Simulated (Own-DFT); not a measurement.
# A layer strained by its substrate: diamond-structure SiGeSn with randomly placed atoms, 64 atoms (Ge44Si16Sn4)

Everything here is calculated. The program is Own-DFT (plane waves, in-house, since retired, never reviewed by a person); positions were held fixed, and spin and spin-orbit coupling were off.

Common settings: PBEsol; PseudoDojo norm-conserving scalar-relativistic files, made for PBE; cutoff 49 hartree; 3 x 3 x 3 k mesh centred on Gamma; Fermi-Dirac smearing of 0.1 eV.

Known weak points: forces on such cells moved up to 12 meV/angstrom on a denser k mesh; stress not checked against mesh or cutoff.

Unstrained cell vectors in Å: (11.306, 0.000, 0.000); (0.000, 11.306, 0.000); (0.000, 0.000, 11.306). The unstrained cell has measured lattice constants (interpolated for alloys), not those of this functional. That, the random moves and any unrelaxed bonds set the pressure at no strain. Each run strains x and y alike by e, as a substrate would, and holds the height along z. Each coordinate of each atom was shifted by a normal deviate of width 0.05 Å. The random placing of the alloy's atoms differs from row to row. Stress is positive in tension.

| e (%) | u (Å) | (s_xx + s_yy)/2 (GPa) | s_zz (GPa) |
|---|---|---|---|
| -3.00 | 0.052 | -8.09 | -5.99 |
| -2.00 | 0.052 | -5.52 | -4.14 |
| -1.00 | 0.050 | -3.42 | -2.62 |
| -0.75 | 0.047 | -2.90 | -2.34 |
| -0.25 | 0.051 | -2.17 | -1.99 |
| 0.50 | 0.048 | -0.56 | -0.95 |
| 1.25 | 0.053 | 0.28 | -0.52 |
| 1.75 | 0.052 | 1.01 | -0.09 |
| 2.25 | 0.049 | ? | ? |
| 2.75 | 0.048 | 2.51 | 0.83 |

## Worked fit

With e as a fraction, the in-plane stress is -1.6 + 177 e - 1210 e² GPa (errors 3 and 167, scatter 0.15), and s_zz is -1.6 + 111 e - 1096 e² GPa (slope ± 3, scatter 0.16). At e = 0 the first slope is C11 + C12 and the second 2 C12, both with the ions held to the strained lattice and at the cell's own pressure. The term in e² is negative: the layer stiffens under compression and softens under tension. A free layer would change its height as e changes, and the in-plane slope would drop by 2 C12²/C11 to the biaxial modulus. At fixed height, a misfit of 1 % moves the in-plane stress by about 1.8 GPa and s_zz by 1.1 GPa.

## The run left out

Asked: what are the two stresses at e = 2.25 %?

The fit gives 1.8 and 0.4 GPa. Computed: 1.87 and 0.45 GPa.
